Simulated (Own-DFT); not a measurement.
# Stretching a layer in its plane: wurtzite AlGaN with randomly placed atoms, 72 atoms (Al9Ga27N36)

Source: density functional calculations with Own-DFT, an unreviewed in-house program that is no longer used. Nothing was measured or relaxed, and spin and spin-orbit coupling are left out.

Settings: PBE; PseudoDojo norm-conserving scalar-relativistic files; cutoff 42 hartree; 4 x 4 x 3 k mesh centred on Gamma; Fermi-Dirac smearing of 0.1 eV.

Known weak points: forces on such cells passed a denser k mesh, each cell not checked; stress not checked against mesh or cutoff.

Unstrained cell vectors in Å: (9.509, 0.000, 0.000); (-4.755, 8.235, 0.000); (0.000, 0.000, 10.268). The unstrained cell has measured lattice constants (interpolated for alloys), not those of this functional. That, the random moves and any unrelaxed bonds set the pressure at no strain. Each run strains x and y alike by e, as a substrate would, and holds the height along z. All atoms carry random offsets, Gaussian with a width of 0.05 Å per axis. The random placing of the alloy's atoms differs from row to row. Stress is positive in tension.

```
e (%),u (Å),(s_xx + s_yy)/2 (GPa),s_zz (GPa)
-2.75,0.046,-24.28,-12.10
-2.25,0.049,-20.60,-12.64
-1.75,0.055,-18.01,-10.38
-1.50,0.049,-15.98,-10.39
-1.25,0.047,-15.29,-8.76
-0.25,0.049,-8.09,-9.33
0.25,0.052,-6.33,-6.27
0.75,0.048,-3.29,-6.60
2.00,0.054,?,?
2.50,0.052,4.44,-3.83
```

## Fit

With e as a fraction, the in-plane stress is -7.4 + 543 e - 2663 e² GPa (errors 10 and 611, scatter 0.47), and s_zz is -7.8 + 167 e GPa (slope ± 18, scatter 0.86). At e = 0 the first slope is C11 + C12 and the second 2 C13, both with the ions held to the strained lattice and at the cell's own pressure. The term in e² is negative: the layer stiffens under compression and softens under tension. A free layer would change its height as e changes, and the in-plane slope would drop by 2 C13²/C33 to the biaxial modulus. At fixed height, a misfit of 1 % moves the in-plane stress by about 5.4 GPa and s_zz by 1.7 GPa.

## The run left out

Q: what are the two stresses at e = 2.00 %?

From the fit: 2.4 and -4.4 GPa. The calculation gave 1.30 and -3.24 GPa.
